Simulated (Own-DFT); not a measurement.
# Biaxial strain at fixed height in wurtzite AlGaN with randomly placed atoms, 96 atoms (Al12Ga36N48)

Source: density functional calculations with Own-DFT, an unreviewed in-house program that is no longer used. Nothing was measured or relaxed, and spin and spin-orbit coupling are left out.

All runs used: PBE; PseudoDojo norm-conserving scalar-relativistic files (stringent for Ga); cutoff 96 hartree; 3 x 4 x 3 k mesh centred on Gamma; Gaussian smearing of 0.01 eV.

Caveats: k mesh not checked against a denser one; stress not checked against mesh or cutoff.

Unstrained cell vectors in Å: (12.679, 0.000, 0.000); (-4.755, 8.235, 0.000); (0.000, 0.000, 10.268). The unstrained cell has measured lattice constants (interpolated for alloys), not those of this functional. That, the random moves and any unrelaxed bonds set the pressure at no strain. Each run strains x and y alike by e, as a substrate would, and holds the height along z. All atoms carry random offsets, Gaussian with a width of 0.05 Å per axis. The random placing of the alloy's atoms differs from row to row. Stress is positive in tension.

```
e (%)  u (Å)  (s_xx + s_yy)/2 (GPa)  s_zz (GPa)
-3.00  0.050                 -26.82      -11.99
-2.25  0.050                 -21.17      -10.27
-1.50  0.048                 -15.69      -10.13
 0.25  0.050                  -6.35       -6.70
 0.50  0.055                  -4.40       -6.83
 0.75  0.054                  -3.02       -8.17
 1.00  0.049                  -1.27       -7.47
 1.25  0.050                  -0.40       -5.48
 2.00  0.051                      ?           ?
 3.00  0.052                   7.04       -5.33
```

## Fit

With e as a fraction, the in-plane stress is -7.0 + 562 e - 3075 e² GPa (errors 8 and 399, scatter 0.40), and s_zz is -8.0 + 114 e GPa (slope ± 16, scatter 0.86). At e = 0 the first slope is C11 + C12 and the second 2 C13, both with the ions held to the strained lattice and at the cell's own pressure. The term in e² is negative: the layer stiffens under compression and softens under tension. A free layer would change its height as e changes, and the in-plane slope would drop by 2 C13²/C33 to the biaxial modulus. At fixed height, a misfit of 1 % moves the in-plane stress by about 5.6 GPa and s_zz by 1.1 GPa.

## The run left out

Q: what are the two stresses at e = 2.00 %?

From the fit: 3.0 and -5.8 GPa. The run itself gave 3.30 and -6.39 GPa.
